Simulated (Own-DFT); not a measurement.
# Which arrangement is lower? Ga48P48, 96 atoms

All numbers below are calculated, not measured. The program, named Own-DFT, is a retired in-house plane-wave density functional code that no person has reviewed. Each row is one single-point run on a periodic cell that was not relaxed, without spin or spin-orbit coupling.

Settings of every run: PBE; PseudoDojo norm-conserving scalar-relativistic files; cutoff 42 hartree; 2 x 3 x 3 k mesh centred on Gamma; Fermi-Dirac smearing of 0.1 eV.

Known limits, some of them of some rows only: not probed for a lower state with spin; forces on such cells failed a check on a denser k mesh; forces on such cells passed a denser k mesh, each cell not checked; stress not checked against mesh or cutoff.

All cells hold the same atoms in the same cell, with vectors in Å (16.352, 0.000, 0.000); (0.000, 10.901, 0.000); (0.000, 0.000, 10.901). Every atom was moved at random from its ideal site; u is the rms move along one axis. The defect's site can differ from row to row. E is the free energy of the cell above the lowest run. The arrangements:

- A: zincblende GaP
- B: zincblende GaP, with one Ga on a P site and one P on a Ga site, 2.4 Å apart

| arrangement | u (Å) | E (eV) | P (GPa) |
|---|---|---|---|
| A | 0.0196 | 0.026 | 2.71 |
| A | 0.0201 | 0.043 | 2.72 |
| A | 0.0204 | 0.000 | 2.71 |
| A | 0.0497 | 3.235 | 3.18 |
| A | 0.0504 | 3.691 | 3.27 |
| A | 0.0514 | 3.761 | 3.30 |
| B | 0.0293 | 4.096 | 2.94 |
| B | 0.0294 | 4.032 | 2.96 |
| B | 0.0304 | 3.959 | 2.94 |
| B | 0.0487 | 5.861 | 3.21 |
| B | 0.0496 | 6.329 | 3.27 |
| B | 0.0505 | 6.690 | 3.37 |

Question: once the cost of the random moves is taken out, how do the arrangements rank?

## Worked answer

Fit E = a + b u², with one b for all and one a for each arrangement, and with residuals divided by u², since the noise grows with the moves. Then b = 1563 eV/Å², the scatter at u = 0.04 Å is 0.19 eV, and against A:

- B: 3.23 ± 0.08 eV (higher)

These are energies of unrelaxed cells. Relaxing the atoms lowers the strained arrangements most, so the gaps would shrink and small ones could change sign.
